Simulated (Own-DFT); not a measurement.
# Which defects push the lattice out? zincblende GaAs

Source: density functional calculations with Own-DFT, an unreviewed in-house program that is no longer used. Nothing was measured or relaxed, and spin and spin-orbit coupling are left out.

Common settings: PBE; PseudoDojo norm-conserving scalar-relativistic files; cutoff 42 hartree; 3 x 3 x 3 k mesh centred on Gamma; Fermi-Dirac smearing of 0.1 eV.

Caveats (not all hold for every row): not probed for a lower state with spin; forces not confirmed at this smearing and k mesh; stress not checked against mesh or cutoff.

All runs share one cell, with vectors in Å (11.737, 0.000, 0.000); (0.000, 11.737, 0.000); (0.000, 0.000, 10.919) and a volume of 1504.3 Å³, strained against the parent crystal. Atoms were moved at random from their sites; u is the rms move along one axis. The defect's site can differ from row to row.

```
cell,formula,u (Å),P (GPa)
no defect,As32Ga32,0.0282,0.72
no defect,As32Ga32,0.0487,1.06
no defect,As32Ga32,0.0537,1.19
one P on an As site,As31Ga32P,0.0294,0.51
one P on an As site,As31Ga32P,0.0305,0.53
one P on an As site,As31Ga32P,0.0503,0.92
one Al on a Ga site,AlAs32Ga31,0.0300,0.75
one Al on a Ga site,AlAs32Ga31,0.0503,1.10
one Al on a Ga site,AlAs32Ga31,0.0505,1.09
one In on a Ga site,As32Ga31In,0.0290,1.37
one In on a Ga site,As32Ga31In,0.0309,?
one In on a Ga site,As32Ga31In,0.0494,1.65
one In on a Ga site,As32Ga31In,0.0502,1.64
one As vacancy and one Ga vacancy,As31Ga31,0.0269,0.43
one As vacancy and one Ga vacancy,As31Ga31,0.0296,0.56
one As vacancy and one Ga vacancy,As31Ga31,0.0488,0.72
```

## Fit

P = P0 + c u² + a shift for each defect gives P0 = 0.59 GPa, c = 200 ± 14 GPa/Å² and a scatter of 0.04 GPa. The shifts, and each times the cell's volume:

- one In on a Ga site: 0.58 ± 0.04 GPa, 5.4 eV
- one Al on a Ga site: -0.01 ± 0.04 GPa, -0.1 eV (not resolved)
- one P on an As site: -0.22 ± 0.04 GPa, -2.1 eV
- one As vacancy and one Ga vacancy: -0.29 ± 0.04 GPa, -2.7 eV

Against the defect-free cell, a freed cell would be larger where the shift is positive and smaller where it is negative (160.2 GPa Å³ is 1 eV). The atoms around the defects weren't relaxed, which would change these numbers.

## Prediction

Asked: what pressure belongs in the blank (one In on a Ga site, u = 0.0309 Å)?

From the fit: 1.36 ± 0.05 GPa. Computed: 1.37 GPa.
